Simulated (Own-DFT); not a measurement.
Hf₃₂O₆₃ (monoclinic hafnia with one vacancy, atoms displaced), Hf₃₁O₆₄ (monoclinic hafnia with one vacancy, atoms displaced) (calculated)

All values are calculated (Own-DFT development build). A calculation, not a measurement: plane-wave PBE density functional theory by an unreviewed code, no spin, of a simulated periodic cell, stress positive in tension, free energy of the whole cell less one offset for each atom, defect cell not probed for a lower state with spin; hafnium file: forces about 75 meV/angstrom off all-electron values; oxygen file: force components 24 meV/angstrom off all-electron in one glass; forces on such cells passed a denser k mesh, this cell's mesh not checked; offsets are fitted by least squares, one for each functional and potential file, so energies compare only between cells with the same atoms and settings and are not formation energies; the far tail of each file's local potential was reset to the Coulomb form; each entry is a single point on an unrelaxed cell, so the pressure reflects the starting lattice, mostly measured values, from which strain is counted, and rises with the displacements; printed positions are rounded, which can move forces by about a meV/angstrom; the program is a retired in-house code; no spin-orbit coupling; before rounding, a Quantum ESPRESSO 7.3.1 run of the same cell and cutoff gave forces within 1 meV/angstrom rms on each cell, which checks the program and not the settings.

Settings shared by all entries: functional PBE; potential files PseudoDojo norm-conserving, scalar-relativistic, standard set; wave cutoff 72 hartree; occupations Fermi-Dirac; smearing width 0.1 eV; k mesh 2 x 2 x 2 centred on Gamma.

(1) Hf₃₂O₆₃ (monoclinic hafnia with one vacancy, atoms displaced)

```
cell vectors (Å)
  10.2340     0.0000     0.0000
   0.0000    10.3500     0.0000
  -1.6955     0.0000    10.4453
atoms (fractions of the cell vectors)
Hf  0.14703  0.02401  0.10698
Hf  0.36931  0.27021  0.14859
Hf  0.36591  0.47318  0.38638
Hf  0.14252  0.23230  0.35405
O   0.04534  0.16001  0.17404
O   0.46768  0.41112  0.07138
O   0.46118  0.33683  0.32525
O   0.03808  0.08332  0.42354
O   0.22609  0.37998  0.24152
O   0.26197  0.12986  0.01318
O   0.26715  0.12469  0.24696
O   0.22762  0.37647  0.48018
Hf  0.13413  0.02079  0.60602
Hf  0.35211  0.26603  0.63434
Hf  0.36819  0.48367  0.89617
Hf  0.13985  0.23300  0.84624
O   0.03638  0.17131  0.67021
O   0.46254  0.41765  0.58382
O   0.47254  0.33639  0.83190
O   0.04502  0.08183  0.92693
O   0.23229  0.37173  0.74134
O   0.26241  0.13541  0.51195
O   0.27569  0.11929  0.75253
O   0.22792  0.37589  0.98462
Hf  0.14031  0.51807  0.09455
Hf  0.36669  0.76935  0.15433
Hf  0.36740  0.98039  0.39127
Hf  0.13428  0.72362  0.35569
O   0.04637  0.66924  0.17240
O   0.46264  0.91492  0.08121
O   0.45653  0.83412  0.32170
O   0.03250  0.58489  0.41967
O   0.22263  0.87726  0.24536
O   0.27513  0.63059  0.00729
O   0.27325  0.62351  0.26281
O   0.22565  0.87468  0.49066
Hf  0.13671  0.52166  0.60665
Hf  0.36687  0.77395  0.65495
Hf  0.37099  0.97067  0.90031
Hf  0.13292  0.73336  0.85783
O   0.03718  0.66533  0.66734
O   0.46761  0.92053  0.57994
O   0.47317  0.83454  0.83237
O   0.03575  0.57245  0.92183
O   0.22211  0.88105  0.72759
O   0.27430  0.63150  0.50893
O   0.27559  0.62413  0.76214
O   0.22340  0.88028  0.98782
Hf  0.64056  0.02319  0.10596
Hf  0.86087  0.27271  0.14424
Hf  0.87886  0.48135  0.40299
Hf  0.63710  0.21578  0.35388
O   0.55213  0.16849  0.17223
O   0.96394  0.41440  0.07691
O   0.95993  0.34247  0.33418
O   0.53092  0.08338  0.41892
O   0.72757  0.37915  0.24502
O   0.77200  0.13118  0.01243
O   0.78370  0.11920  0.25886
O   0.71498  0.37276  0.49405
Hf  0.64423  0.02796  0.60431
Hf  0.86389  0.28004  0.63655
Hf  0.86240  0.47576  0.88539
Hf  0.64187  0.22994  0.85332
O   0.53102  0.16726  0.67707
O   0.96622  0.40901  0.57871
O   0.96882  0.33634  0.83338
O   0.53467  0.08044  0.92150
O   0.72287  0.38180  0.74008
O   0.77324  0.13137  0.50979
O   0.76387  0.11600  0.75500
O   0.72915  0.37070  0.98907
Hf  0.63885  0.51528  0.10208
Hf  0.85676  0.76411  0.15068
Hf  0.86154  0.98125  0.39194
Hf  0.63455  0.72663  0.35541
O   0.53962  0.66274  0.16922
O   0.96367  0.92486  0.07846
O   0.96365  0.82580  0.32281
O   0.53431  0.58334  0.42967
O   0.73025  0.88148  0.24449
O   0.76618  0.63248  0.00970
O   0.77508  0.62362  0.25729
O   0.72351  0.86850  0.49366
Hf  0.63639  0.52762  0.60924
Hf  0.85821  0.77102  0.64485
Hf  0.87322  0.98190  0.89883
Hf  0.63938  0.72754  0.85095
O   0.54151  0.66191  0.67274
O   0.95899  0.91192  0.58157
O   0.96642  0.83933  0.82651
O   0.53077  0.57701  0.91253
O   0.72512  0.87786  0.74086
O   0.77386  0.63327  0.50776
O   0.76581  0.62641  0.75010
```

| Property | Result |
| --- | --- |
| free energy of cell above offsets | -89.138 eV |
| pressure | 6.71 GPa |
| stress xx | -7.61 GPa |
| stress yy | -7.02 GPa |
| stress zz | -5.51 GPa |
| stress yz | -1.16 GPa |
| stress xz | -0.19 GPa |
| stress xy | -0.48 GPa |

Force:
| element | x (eV/Å) | y (eV/Å) | z (eV/Å) |
| --- | --- | --- | --- |
| Hf | -1.879 | -2.157 | -0.382 |
| Hf | -1.428 | -0.037 | -1.976 |
| Hf | -1.524 | 3.013 | 2.685 |
| Hf | -1.381 | -0.601 | -0.869 |
| O | -3.074 | 2.631 | 0.646 |
| O | 0.173 | 0.131 | 1.092 |
| O | 2.384 | -2.638 | -0.546 |
| O | -1.139 | -0.131 | -0.5 |
| O | 0.021 | -0.239 | -1.245 |
| O | 3.362 | 1.564 | -0.817 |
| O | 2.647 | -0.017 | 3.187 |
| O | -0.869 | -0.187 | 0.636 |
| Hf | 0.284 | -0.616 | -0.792 |
| Hf | 2.305 | 1.385 | 2.623 |
| Hf | -1.168 | -1.787 | -1.38 |
| Hf | 0.678 | -1.152 | 1.836 |
| O | -0.92 | 0.233 | -0.151 |
| O | -0.112 | -0.115 | -0.767 |
| O | -0.233 | -0.397 | -0.204 |
| O | -1.197 | 0.652 | -1.576 |
| O | -0.925 | 1.347 | -1.251 |
| O | 1.165 | -0.708 | -1.644 |
| O | -0.09 | -0.29 | 1.089 |
| O | -0.3 | -0.563 | 0.622 |
| Hf | -0.33 | 0.013 | 1.634 |
| Hf | -1.988 | -0.777 | -1.881 |
| Hf | -3.429 | -1.322 | 1.233 |
| Hf | 2.092 | 2.239 | -0.215 |
| O | -1.276 | -0.328 | -1.027 |
| O | 0.932 | 0.607 | 0.162 |
| O | 2.132 | -0.328 | 1.469 |
| O | 0.794 | -0.297 | 1.357 |
| O | 0.613 | 0.531 | -0.608 |
| O | 0.046 | 0.572 | 0.441 |
| O | 1.216 | -0.804 | -0.38 |
| O | 0.356 | 0.093 | -0.276 |
| Hf | 2.747 | 0.62 | 0.178 |
| Hf | -0.67 | -0.35 | -2.701 |
| Hf | -1.495 | 2.166 | -0.727 |
| Hf | 0.951 | -0.366 | -0.32 |
| O | -0.815 | 0.201 | 0.687 |
| O | 0.008 | -0.128 | -0.416 |
| O | -0.493 | -0.48 | -0.481 |
| O | 0.221 | 1.777 | -1.245 |
| O | 0.242 | -1.156 | 2.285 |
| O | -0.422 | -0.196 | 0.965 |
| O | -0.291 | -0.018 | -0.144 |
| O | 0.211 | -1.73 | -0.452 |
| Hf | 1.195 | -1.855 | -1.355 |
| Hf | 0.766 | -0.185 | 0.461 |
| Hf | -5.531 | 0.66 | -1.463 |
| Hf | 1.75 | 3.927 | 0.513 |
| O | -2.29 | 0.998 | 0.094 |
| O | 0.311 | 0.276 | -0.055 |
| O | 2.646 | -3.006 | -1.252 |
| O | 0.397 | 0.189 | 0.142 |
| O | -0.372 | -0.092 | -0.962 |
| O | 0.398 | -0.102 | -0.179 |
| O | -0.434 | 0.242 | 0.599 |
| O | 1.091 | -0.754 | -0.489 |
| Hf | -1.548 | -1.524 | 1.423 |
| Hf | -2.854 | -2.631 | 1.871 |
| Hf | -1.192 | 0.667 | 1.873 |
| Hf | -1.754 | 0.042 | -0.44 |
| O | 0.116 | -0.365 | -1.192 |
| O | 2.002 | 2.387 | -0.361 |
| O | -0.138 | -0.768 | -1.431 |
| O | 0.158 | 0.121 | 0.736 |
| O | 0.924 | -0.27 | 0.077 |
| O | 0.673 | -0.15 | -0.739 |
| O | 1.633 | 0.783 | 0.764 |
| O | -0.101 | 0.244 | -0.017 |
| Hf | 0.623 | -0.049 | 0.275 |
| Hf | 1.714 | 1.162 | -1.266 |
| Hf | 1.516 | -1.465 | 0.785 |
| Hf | 0.981 | -0.52 | 0.361 |
| O | -0.935 | 0.528 | 0.514 |
| O | -0.816 | -1.105 | 0.129 |
| O | -0.568 | 1.217 | 1.288 |
| O | 0.146 | 0.84 | -1.202 |
| O | -1.183 | 0.094 | -0.647 |
| O | 0.52 | -0.147 | -0.67 |
| O | -0.081 | -0.556 | 0.764 |
| O | -0.433 | 0.673 | -0.96 |
| Hf | 0.301 | -3.138 | -2.127 |
| Hf | -0.327 | 0.168 | -0.309 |
| Hf | -1.064 | 0.034 | 0.64 |
| Hf | 0.941 | 0.292 | 1.334 |
| O | -3.01 | 2.767 | 0.637 |
| O | 0.957 | 1.399 | -0.758 |
| O | 0.565 | -1.229 | -0.179 |
| O | 1.959 | 1.507 | 0.81 |
| O | -0.196 | 0.103 | 0.151 |
| O | 0.292 | -0.318 | 0.127 |
| O | 2.12 | -0.955 | 1.835 |

(2) Hf₃₁O₆₄ (monoclinic hafnia with one vacancy, atoms displaced)

```
cell vectors (Å)
  10.2340     0.0000     0.0000
   0.0000    10.3500     0.0000
  -1.6955     0.0000    10.4453
atoms (fractions of the cell vectors)
Hf  0.36360  0.27112  0.14541
Hf  0.36190  0.47898  0.39802
Hf  0.13995  0.23404  0.35299
O   0.03185  0.16367  0.17483
O   0.46323  0.41928  0.07911
O   0.46391  0.33427  0.33048
O   0.02911  0.08016  0.42679
O   0.22402  0.37427  0.23736
O   0.27513  0.12382  0.00530
O   0.28292  0.11691  0.25696
O   0.22336  0.37136  0.49286
Hf  0.13459  0.02164  0.60537
Hf  0.36303  0.27124  0.64579
Hf  0.36038  0.47751  0.89520
Hf  0.14402  0.22630  0.84914
O   0.04389  0.15801  0.67338
O   0.46303  0.41421  0.58431
O   0.46761  0.33509  0.82514
O   0.03830  0.08251  0.91946
O   0.22448  0.37972  0.74581
O   0.27384  0.13200  0.50802
O   0.27354  0.12450  0.75674
O   0.22812  0.37423  0.99372
Hf  0.14326  0.52234  0.10536
Hf  0.36506  0.76976  0.14596
Hf  0.35710  0.98118  0.39524
Hf  0.13718  0.72640  0.35227
O   0.04067  0.66772  0.17450
O   0.46569  0.91395  0.08169
O   0.46093  0.83304  0.32492
O   0.03788  0.58673  0.42007
O   0.22426  0.88196  0.24289
O   0.27940  0.62831  0.00851
O   0.27290  0.62203  0.26233
O   0.22395  0.86688  0.49063
Hf  0.13271  0.52123  0.60393
Hf  0.36423  0.77268  0.64536
Hf  0.35944  0.98290  0.89240
Hf  0.13437  0.73144  0.85236
O   0.03715  0.66750  0.67547
O   0.46626  0.91821  0.57241
O   0.46378  0.83709  0.83092
O   0.03345  0.58416  0.92547
O   0.22828  0.87814  0.74007
O   0.28001  0.62947  0.51357
O   0.27530  0.62205  0.75709
O   0.22167  0.87462  0.98999
Hf  0.63776  0.02401  0.10362
Hf  0.85784  0.27513  0.14040
Hf  0.86644  0.48002  0.39557
Hf  0.64205  0.22808  0.35712
O   0.53721  0.16249  0.17354
O   0.95857  0.41755  0.07868
O   0.96689  0.33671  0.32566
O   0.53973  0.08521  0.42540
O   0.72765  0.37673  0.23725
O   0.77504  0.13098  0.01378
O   0.77501  0.11721  0.25900
O   0.72508  0.36965  0.48747
Hf  0.63830  0.02304  0.60360
Hf  0.86328  0.26834  0.64582
Hf  0.86048  0.47158  0.89620
Hf  0.63800  0.23058  0.85054
O   0.53586  0.16862  0.66892
O   0.96202  0.41361  0.58332
O   0.96176  0.33297  0.82710
O   0.53570  0.08396  0.92171
O   0.71917  0.37644  0.73868
O   0.77690  0.13140  0.50585
O   0.78383  0.11856  0.76034
O   0.72614  0.37179  0.99255
Hf  0.63639  0.51787  0.10790
Hf  0.86323  0.76971  0.14754
Hf  0.86254  0.97960  0.39364
Hf  0.64002  0.73073  0.35209
O   0.53769  0.66649  0.17291
O   0.96364  0.91694  0.07096
O   0.96062  0.83607  0.32257
O   0.53448  0.58283  0.42141
O   0.72091  0.87844  0.23940
O   0.78100  0.62665  0.01141
O   0.77202  0.62150  0.26207
O   0.72528  0.87123  0.48701
Hf  0.64365  0.52079  0.60098
Hf  0.85744  0.76928  0.64669
Hf  0.86513  0.97650  0.89264
Hf  0.63453  0.72708  0.85182
O   0.54002  0.66526  0.66866
O   0.96609  0.92092  0.57176
O   0.96050  0.83474  0.82914
O   0.53556  0.58791  0.92054
O   0.73054  0.88571  0.74457
O   0.77300  0.62993  0.51003
O   0.77130  0.61594  0.76709
O   0.72597  0.87134  0.99248
```

| Property | Result |
| --- | --- |
| free energy of cell above offsets | -78.984 eV |
| pressure | 4.03 GPa |
| stress xx | -4.01 GPa |
| stress yy | -4.26 GPa |
| stress zz | -3.8 GPa |
| stress yz | -0.36 GPa |
| stress xz | 0.43 GPa |
| stress xy | 0.51 GPa |

Force:
| element | x (eV/Å) | y (eV/Å) | z (eV/Å) |
| --- | --- | --- | --- |
| Hf | -0.957 | -2.205 | -0.145 |
| Hf | 0.22 | 0.327 | 0.399 |
| Hf | -0.221 | -2.419 | -1.255 |
| O | -0.429 | 0.853 | 0.44 |
| O | 0.508 | -0.003 | -0.042 |
| O | 0.398 | -0.266 | -0.178 |
| O | 1.489 | 1.743 | -0.643 |
| O | -0.215 | 0.594 | 0.466 |
| O | 1 | 1.55 | -0.553 |
| O | 0.091 | 1.493 | 1.125 |
| O | -0.287 | 0.367 | -0.189 |
| Hf | 1.788 | -1.792 | -1.379 |
| Hf | -0.423 | -0.08 | -0.141 |
| Hf | 0.235 | 0.939 | -0.138 |
| Hf | -0.874 | -0.256 | 2.755 |
| O | -2.727 | 2.544 | 0.443 |
| O | 0.937 | 1.049 | -0.928 |
| O | -0.117 | -0.065 | 0.508 |
| O | -0.238 | 0.775 | -1.072 |
| O | -0.127 | 0.191 | -0.852 |
| O | -0.015 | -0.224 | 0.023 |
| O | 1.12 | -0.485 | 0.072 |
| O | -0.326 | -0.489 | -0.526 |
| Hf | -0.732 | -0.144 | -0.723 |
| Hf | -1.52 | 1.928 | -0.518 |
| Hf | -0.181 | -0.267 | -1.269 |
| Hf | 1 | 2.475 | -0.069 |
| O | -0.738 | -0.206 | -0.442 |
| O | 0.49 | 0.39 | -0.726 |
| O | 0.627 | -0.153 | 0.601 |
| O | -1.233 | -1.312 | 0.908 |
| O | 0.669 | -1.186 | 0.633 |
| O | -0.322 | -0.083 | 0.204 |
| O | 0.632 | -0.849 | -0.093 |
| O | 0.092 | 0.354 | 0.083 |
| Hf | 1.726 | 0.212 | 0.698 |
| Hf | -0.223 | -0.201 | -0.178 |
| Hf | -1.271 | -0.376 | 1.967 |
| Hf | 0.831 | 0.309 | 1.594 |
| O | -1.165 | 0.225 | -0.803 |
| O | 0.117 | -0.276 | 0.833 |
| O | 0.936 | -0.802 | -0.767 |
| O | 0.232 | -0.054 | -0.139 |
| O | -0.545 | 0.323 | -0.325 |
| O | -0.425 | -0.506 | -0.303 |
| O | -0.058 | -0.314 | 0.35 |
| O | 0.857 | -1.416 | -0.914 |
| Hf | 0.248 | -1.08 | 0.076 |
| Hf | 0.856 | -2.053 | 0.857 |
| Hf | -0.68 | -0.363 | -0.575 |
| Hf | -0.433 | -0.441 | -0.917 |
| O | -0.707 | 1.2 | 0.241 |
| O | 1.566 | 0.654 | 0.08 |
| O | -0.026 | 0.294 | 0.569 |
| O | -0.481 | -0.131 | -0.345 |
| O | -0.567 | 0.473 | 0.578 |
| O | -0.065 | 0.128 | -0.908 |
| O | 0.004 | 0.677 | 0.245 |
| O | 0.253 | 0.544 | 0.261 |
| Hf | 0.149 | -0.348 | -0.333 |
| Hf | -0.521 | -0.743 | 0.391 |
| Hf | 0.152 | 1.661 | 0.469 |
| Hf | 0.122 | -0.573 | 0.702 |
| O | 0.233 | -0.249 | 0.366 |
| O | 0.743 | 0.944 | -0.76 |
| O | 0.889 | -0.841 | -0.366 |
| O | 0.017 | 0.287 | -0.353 |
| O | 0.56 | -0.188 | -0.357 |
| O | 0.096 | -0.011 | 0.88 |
| O | -0.64 | 0.991 | -0.498 |
| O | -0.928 | -0.193 | -0.95 |
| Hf | 0.62 | 0.899 | -0.887 |
| Hf | 0.211 | 0.688 | -1.053 |
| Hf | -0.424 | -0.093 | -0.537 |
| Hf | -0.94 | 0.531 | 0.055 |
| O | -0.148 | -0.217 | -0.075 |
| O | -0.843 | -0.677 | 0.475 |
| O | 0.718 | -0.787 | 0.386 |
| O | 0.013 | -0.171 | 0.064 |
| O | -0.013 | -0.266 | -0.113 |
| O | -0.64 | -0.001 | 0.397 |
| O | 0.721 | -0.613 | 0.295 |
| O | -0.166 | -0.123 | 0.787 |
| Hf | -1.467 | -0.539 | 0.514 |
| Hf | 0.598 | 1.088 | 0.005 |
| Hf | 0.082 | 1.358 | 2.272 |
| Hf | 0.391 | 0.562 | 1.068 |
| O | -0.451 | 0.667 | 0.119 |
| O | -1.24 | -1.861 | 1.383 |
| O | 1.23 | -1.426 | -1.073 |
| O | -0.568 | -0.964 | 0.504 |
| O | -0.791 | -1.071 | -1.278 |
| O | 0.8 | -0.082 | 0.256 |
| O | 0.882 | 0.422 | -1.284 |
| O | -0.041 | -0.176 | -0.427 |

(3) Hf₃₂O₆₃ (monoclinic hafnia with one vacancy, atoms displaced)

```
cell vectors (Å)
  10.2340     0.0000     0.0000
   0.0000    10.3500     0.0000
  -1.6955     0.0000    10.4453
atoms (fractions of the cell vectors)
Hf  0.14485  0.01935  0.10901
Hf  0.36978  0.26243  0.14178
Hf  0.35542  0.48019  0.39476
Hf  0.13551  0.23592  0.35358
O   0.03219  0.16533  0.17920
O   0.46481  0.41058  0.07480
O   0.46461  0.33470  0.32627
O   0.03484  0.07714  0.41849
O   0.22552  0.38134  0.23833
O   0.27610  0.12642  0.00507
O   0.26792  0.11528  0.25621
O   0.21874  0.37332  0.48584
Hf  0.13930  0.02520  0.60569
Hf  0.37167  0.26897  0.64200
Hf  0.34961  0.47588  0.89722
Hf  0.13330  0.22358  0.85455
O   0.03080  0.15719  0.67625
O   0.46347  0.41134  0.57718
O   0.46384  0.33711  0.83095
O   0.03678  0.08814  0.92044
O   0.22624  0.38533  0.74590
O   0.27680  0.13265  0.51090
O   0.27900  0.11236  0.75812
O   0.23062  0.36387  0.99153
Hf  0.14095  0.51553  0.09853
Hf  0.35508  0.76605  0.14014
Hf  0.35452  0.98199  0.39505
Hf  0.14254  0.71950  0.35168
O   0.03959  0.66608  0.17742
O   0.46747  0.92097  0.07869
O   0.46595  0.83893  0.32885
O   0.04148  0.58298  0.43158
O   0.22554  0.88509  0.23853
O   0.26792  0.62707  0.00662
O   0.27615  0.62761  0.25022
O   0.22628  0.86737  0.48769
Hf  0.14273  0.51409  0.60529
Hf  0.35853  0.76818  0.64746
Hf  0.35327  0.97940  0.89462
Hf  0.13497  0.72909  0.85730
O   0.04135  0.66545  0.67291
O   0.46285  0.92054  0.57906
O   0.46253  0.82946  0.83101
O   0.02638  0.58014  0.92082
O   0.22058  0.87421  0.73832
O   0.27001  0.62579  0.50808
O   0.28257  0.62514  0.76367
O   0.22711  0.86900  0.98632
Hf  0.64346  0.01594  0.10180
Hf  0.85591  0.26367  0.14409
Hf  0.85679  0.48208  0.39492
Hf  0.64159  0.23644  0.34927
O   0.52557  0.16703  0.16953
O   0.96031  0.41890  0.08194
O   0.96086  0.32835  0.31801
O   0.53726  0.08809  0.42668
O   0.71973  0.37814  0.23616
O   0.77107  0.12246  0.00195
O   0.77991  0.12460  0.25464
O   0.72700  0.36452  0.48901
Hf  0.63740  0.01694  0.60419
Hf  0.86634  0.26870  0.64259
Hf  0.85926  0.47701  0.90024
Hf  0.63971  0.23150  0.84619
O   0.52709  0.16453  0.67278
O   0.96935  0.42359  0.57232
O   0.96316  0.32840  0.83508
O   0.53749  0.08351  0.92560
O   0.72757  0.38391  0.74256
O   0.77441  0.12559  0.50988
O   0.77320  0.12351  0.76918
O   0.72233  0.36728  0.98578
Hf  0.64205  0.51094  0.10685
Hf  0.86500  0.77257  0.14641
Hf  0.86114  0.97364  0.38210
Hf  0.63423  0.72790  0.34625
O   0.53531  0.66594  0.17487
O   0.96616  0.91306  0.07692
O   0.96069  0.82566  0.32691
O   0.53976  0.58419  0.42081
O   0.72078  0.88191  0.24177
O   0.77962  0.62352  0.01403
O   0.77495  0.62557  0.25493
O   0.72387  0.87837  0.48175
Hf  0.64074  0.52571  0.60824
Hf  0.86390  0.76537  0.64587
Hf  0.85558  0.98177  0.89566
Hf  0.63779  0.73066  0.85612
O   0.53429  0.66664  0.66851
O   0.95974  0.91066  0.57885
O   0.96313  0.82311  0.82880
O   0.53281  0.58657  0.91932
O   0.72319  0.88712  0.74156
O   0.76922  0.61791  0.75599
O   0.72209  0.87868  0.98784
```

| Quantity | Value |
| --- | --- |
| free energy of cell above offsets | -91.598 eV |
| pressure | 4.5 GPa |
| stress xx | -3.62 GPa |
| stress yy | -5.22 GPa |
| stress zz | -4.65 GPa |
| stress yz | 0.74 GPa |
| stress xz | 0.28 GPa |
| stress xy | 0.4 GPa |

Force:
| element | x (eV/Å) | y (eV/Å) | z (eV/Å) |
| --- | --- | --- | --- |
| Hf | -1.481 | 0.783 | -0.959 |
| Hf | -2.101 | 1.566 | 0.498 |
| Hf | 1.852 | -0.352 | -0.096 |
| Hf | -0.249 | -1.484 | -0.61 |
| O | 0.268 | -0.648 | -1.397 |
| O | 0.576 | 0.81 | 0.249 |
| O | -0.04 | 0.227 | 0.214 |
| O | 0.613 | 0.688 | 0.441 |
| O | -0.225 | 0.015 | 0.299 |
| O | -0.292 | -0.242 | 0.573 |
| O | 0.568 | 1.356 | 0.412 |
| O | 0.314 | 0.013 | 0.225 |
| Hf | -0.347 | -2.178 | -1.06 |
| Hf | -1.918 | 0.504 | 1.432 |
| Hf | 3.058 | 0.605 | -0.76 |
| Hf | 1.232 | 1.136 | -0.113 |
| O | -0.096 | 0.93 | -0.205 |
| O | 0.724 | 1.3 | -0.929 |
| O | 0.275 | -0.506 | -0.711 |
| O | -1.285 | -1.831 | 0.88 |
| O | -0.546 | -1.275 | -0.784 |
| O | -0.517 | -0.163 | -0.368 |
| O | -0.839 | 1.132 | -0.33 |
| O | -1.49 | 0.218 | -0.038 |
| Hf | -1.804 | -0.213 | 0.64 |
| Hf | 2.279 | 1.718 | 0.829 |
| Hf | 1.987 | -0.517 | 0.546 |
| Hf | -1.167 | 1.643 | 0.868 |
| O | -0.239 | -0.501 | -0.987 |
| O | -0.832 | -0.919 | 0.137 |
| O | -0.54 | -0.352 | -0.475 |
| O | -1.523 | -0.148 | -1.772 |
| O | -0.16 | -1.432 | -0.16 |
| O | 0.273 | -0.076 | 0.216 |
| O | 0.278 | -1.202 | 1.123 |
| O | -0.346 | 0.109 | -0.044 |
| Hf | -0.008 | 1.618 | 0.818 |
| Hf | 0.529 | 0.614 | -0.022 |
| Hf | 2.808 | -0.318 | 0.073 |
| Hf | 0.048 | -0.537 | -1.57 |
| O | -0.59 | -0.111 | 0.007 |
| O | -0.273 | -0.428 | 0.221 |
| O | 0.048 | 0.359 | -0.261 |
| O | 1.21 | 0.289 | 0.277 |
| O | -0.243 | 0.529 | 0.009 |
| O | 1.417 | -0.083 | -0.073 |
| O | -0.497 | -0.402 | -0.172 |
| O | -0.75 | 0.032 | 0.79 |
| Hf | -2.293 | 0.794 | -0.583 |
| Hf | 1.689 | 0.458 | -0.876 |
| Hf | 1.491 | 0.302 | 0.154 |
| Hf | -1.812 | -2.194 | 1.337 |
| O | 3.178 | -1.645 | 0.597 |
| O | 0.355 | -0.243 | -0.032 |
| O | -0.824 | 1.295 | 1.47 |
| O | -0.533 | 0.272 | -0.836 |
| O | 0.425 | -0.231 | 0.657 |
| O | 0.866 | 0.973 | 1.184 |
| O | -0.834 | -0.381 | 0.112 |
| O | 0.404 | 1.152 | 0.059 |
| Hf | -0.111 | 0.415 | -1.23 |
| Hf | -0.816 | 0.368 | 0.283 |
| Hf | 0.038 | 0.189 | -0.476 |
| Hf | -1.998 | -0.269 | 1.542 |
| O | 1.825 | -0.707 | 0.214 |
| O | -1.691 | -1.968 | 0.504 |
| O | 0.264 | -0.087 | -0.817 |
| O | -0.491 | 0.178 | -0.754 |
| O | 0.08 | -0.895 | -0.927 |
| O | 0.725 | 0.809 | 0.285 |
| O | 0.875 | 0.263 | -1.993 |
| O | -0.251 | -0.084 | 0.918 |
| Hf | -1.522 | 2.23 | -2.116 |
| Hf | 0.104 | -1.035 | -0.31 |
| Hf | -0.202 | 0.67 | 3.02 |
| Hf | -0.618 | 1.177 | 1.432 |
| O | -0.501 | -0.546 | -1.185 |
| O | 0.421 | 0.677 | -0.086 |
| O | 0.709 | -0.193 | -0.064 |
| O | -0.683 | -0.737 | 0.366 |
| O | 0.691 | -0.33 | -1.163 |
| O | -0.308 | 0.753 | -0.237 |
| O | 0.259 | -1.171 | 1.186 |
| O | -0.303 | -1.541 | 0.521 |
| Hf | -0.594 | -0.344 | -0.854 |
| Hf | 0.481 | 0.788 | -0.304 |
| Hf | 1.386 | -0.511 | -0.364 |
| Hf | -1.122 | -0.657 | -0.22 |
| O | -0.145 | 0.393 | 0.168 |
| O | 1.003 | 0.774 | -0.337 |
| O | -0.956 | 1.019 | 0.378 |
| O | 0.138 | -0.42 | 0.713 |
| O | 0.424 | -1.268 | 0.099 |
| O | 0.639 | 0.69 | 0.405 |
| O | 0.178 | -1.452 | 0.28 |
